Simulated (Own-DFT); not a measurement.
# PBE against PBEsol on the same cells

All numbers below are calculated, not measured. They come from Own-DFT, an in-house plane-wave density functional program, since retired, whose code no person has reviewed. Each row is one single-point run on a periodic cell that was not relaxed, without spin or spin-orbit coupling.

Known limits, some of them of some rows only: hafnium file: forces about 75 meV/angstrom off all-electron values; oxygen file: force components 24 meV/angstrom off all-electron in a glass; forces on such cells failed a check on a denser k mesh; forces on such cells passed a denser k mesh, each cell not checked; stress not checked against mesh or cutoff.

Each cell was run twice at the same cutoff, k mesh and smearing, with PBE and with PBEsol, on PseudoDojo norm-conserving files made for PBE. Atoms were moved at random from their sites; u is the rms move along one axis. Files made for PBEsol would give a somewhat different change.

```
cell,atoms,volume (Å³/atom),u (Å),cutoff (hartree),P with PBE (GPa),P with PBEsol (GPa),change (GPa)
C40 NbSi2 with one Si vacancy (Nb12Si23),35,15.06,0.089,42,4.23,0.65,-3.58
C40 NbSi2 with one Si vacancy (Nb12Si23),35,15.06,0.047,42,1.55,-2.03,-3.57
C40 NbSi2 with one Si vacancy (Nb12Si23),35,15.06,0.071,42,3.39,-0.19,-3.58
D0_22 TiAl3 with two Ti on an Al site each (Al28Ti12),40,15.63,0.082,42,4.85,2.73,-2.12
D0_22 TiAl3 with two Ti on an Al site each (Al28Ti12),40,15.63,0.030,42,3.34,1.23,-2.11
D0_22 TiAl3 with two Ti on an Al site each (Al28Ti12),40,15.63,0.030,42,3.15,1.03,-2.12
monoclinic HfO2 (Hf32O64),96,11.52,0.081,72,9.76,3.28,-6.48
monoclinic HfO2 (Hf32O64),96,11.52,0.121,72,18.29,11.76,-6.53
monoclinic HfO2 (Hf32O64),96,11.52,0.021,72,4.13,-2.33,-6.46
wurtzite AlGaN with randomly placed atoms (Al27Ga9N36),72,10.68,0.030,42,5.03,1.91,-3.12
wurtzite AlGaN with randomly placed atoms (Al27Ga9N36),72,10.95,0.050,42,1.77,-1.29,-3.07
wurtzite AlGaN with randomly placed atoms (Al27Ga9N36),72,10.68,0.031,42,5.27,?,?
```

## Worked reading

Mean change of pressure by composition, in GPa: HfO2, -6.49; Nb12Si23, -3.58; Al3GaN4, -3.09; Al7Ti3, -2.12. At a fixed cell PBEsol gives the lower pressure, because it favours a smaller volume than PBE. Here the change varies more between materials than between cells of one material.

## Withheld value

Question: what PBEsol pressure should the Al27Ga9N36 cell with the blank give?

Adding the mean change of the cells with its composition, -3.09 GPa, to 5.27 gives 2.2 GPa. The calculation gave 2.15 GPa.
